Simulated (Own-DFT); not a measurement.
# Misfit strain and the stress it brings: wurtzite AlGaN with randomly placed atoms, 128 atoms (Al40Ga24N64)

No measurement is shown. These are fixed-geometry runs of a retired plane-wave code named Own-DFT, which no person has reviewed; spin and spin-orbit coupling are neglected.

Settings: PBE; PseudoDojo norm-conserving scalar-relativistic files; cutoff 42 hartree; 3 x 3 x 3 k mesh centred on Gamma; Fermi-Dirac smearing of 0.05 eV.

Limits: forces on such cells passed a denser k mesh, each cell not checked; stress not checked against mesh or cutoff.

Unstrained cell vectors in Å: (12.564, 0.000, 0.000); (-6.282, 10.880, 0.000); (0.000, 0.000, 10.116). The unstrained cell has measured lattice constants (interpolated for alloys), not those of this functional. That, the random moves and any unrelaxed bonds set the pressure at no strain. Each run strains x and y alike by e, as a substrate would, and holds the height along z. Each atom got a random Gaussian move of width 0.05 Å along each axis. The random placing of the alloy's atoms differs from row to row. Stress is positive in tension.

```
e (%)  u (Å)  (s_xx + s_yy)/2 (GPa)  s_zz (GPa)
-3.00  0.049                 -27.02      -13.18
-2.00  0.048                 -18.32      -11.68
-1.75  0.050                 -18.73       -8.76
-0.50  0.049                  -9.74       -8.62
-0.25  0.049                  -7.98       -8.17
 0.25  0.049                  -5.06       -6.96
 0.75  0.051                  -3.36       -5.25
 1.75  0.048                      ?           ?
 2.25  0.052                   4.76       -5.73
 2.75  0.050                   7.07       -5.12
```

## What the rows give

With e as a fraction, the in-plane stress is -6.8 + 578 e - 2869 e² GPa (errors 13 and 754, scatter 0.72), and s_zz is -7.9 + 135 e GPa (slope ± 22, scatter 1.17). At e = 0 the first slope is C11 + C12 and the second 2 C13, both with the ions held to the strained lattice and at the cell's own pressure. The term in e² is negative: the layer stiffens under compression and softens under tension. A free layer would change its height as e changes, and the in-plane slope would drop by 2 C13²/C33 to the biaxial modulus. At fixed height, a misfit of 1 % moves the in-plane stress by about 5.8 GPa and s_zz by 1.4 GPa.

## Test on the hidden row

Question: what are the two stresses at e = 1.75 %?

Estimate: 2.4 and -5.6 GPa. The calculation gave 1.93 and -3.63 GPa.
